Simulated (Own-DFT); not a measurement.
# How much smaller does PBEsol make it? C11b WSi2, 30 atoms (Si20W10)

No measurement is shown. These are fixed-geometry runs of a retired plane-wave code named Own-DFT, which no person has reviewed; spin and spin-orbit coupling are neglected.

Limits: forces on such cells failed a check on a denser k mesh; stress not checked against mesh or cutoff.

Each geometry was run with PBE and with PBEsol, otherwise alike: PseudoDojo norm-conserving scalar-relativistic files made for PBE; cutoff 50 hartree; 5 x 5 x 5 k mesh centred on Gamma; cold (Marzari-Vanderbilt) smearing of 0.2 eV. Unstrained cell vectors in Å: (-2.149, -5.953, 3.409); (-6.444, 2.976, 1.136); (-2.553, -2.948, -6.757). Each has a uniform strain, of which the change of volume is shown, and random moves of rms u per axis.

| run | volume change (%) | u (Å) | P with PBE (GPa) | P with PBEsol (GPa) |
|---|---|---|---|---|
| 1 | 0.06 | 0.0485 | 6.11 | 2.00 |
| 2 | -1.91 | 0.0467 | 10.43 | 6.23 |
| 3 | 0.64 | 0.0519 | 5.19 | 1.14 |
| 4 | -1.61 | 0.0538 | 11.79 | 7.62 |
| 5 | -0.93 | 0.0501 | 8.69 | 4.54 |
| 6 | 2.23 | 0.0574 | 0.85 | -3.13 |
| 7 | -1.83 | 0.0515 | 12.92 | 8.75 |
| 8 | 3.60 | 0.0487 | -2.92 | -6.83 |
| 9 | -3.22 | 0.0482 | 16.01 | 11.74 |
| 10 | 0.07 | 0.0530 | 6.67 | 2.57 |
| 11 | -3.19 | 0.0499 | 14.05 | ? |

The question: by how much does PBEsol shrink this cell, and what belongs in the blank?

## Solution

Write v for the change of volume as a fraction. Fitted to v and u², the PBE pressure has a slope of -280 ± 13 GPa in v, with the ions held to the strained lattice. The difference PBEsol less PBE is -4.10 + 5.2 v GPa (slope ± 0.2) and averages -4.11 GPa. Divided by the mean slope of the two, 277 GPa, that makes PBEsol's volume at a given pressure, near 6 GPa, about 1.5 % smaller, or 0.49 % in lengths. At one volume PBEsol's slope is the smaller by 5 GPa, but its pressure there is lower too. If stiffness rises by about 4 GPa for each GPa, PBEsol at equal pressure is stiffer by about 11 GPa. Files made for PBEsol would give a different shift.

For run 11 the line gives 9.79 GPa. Computed: 9.76 GPa.
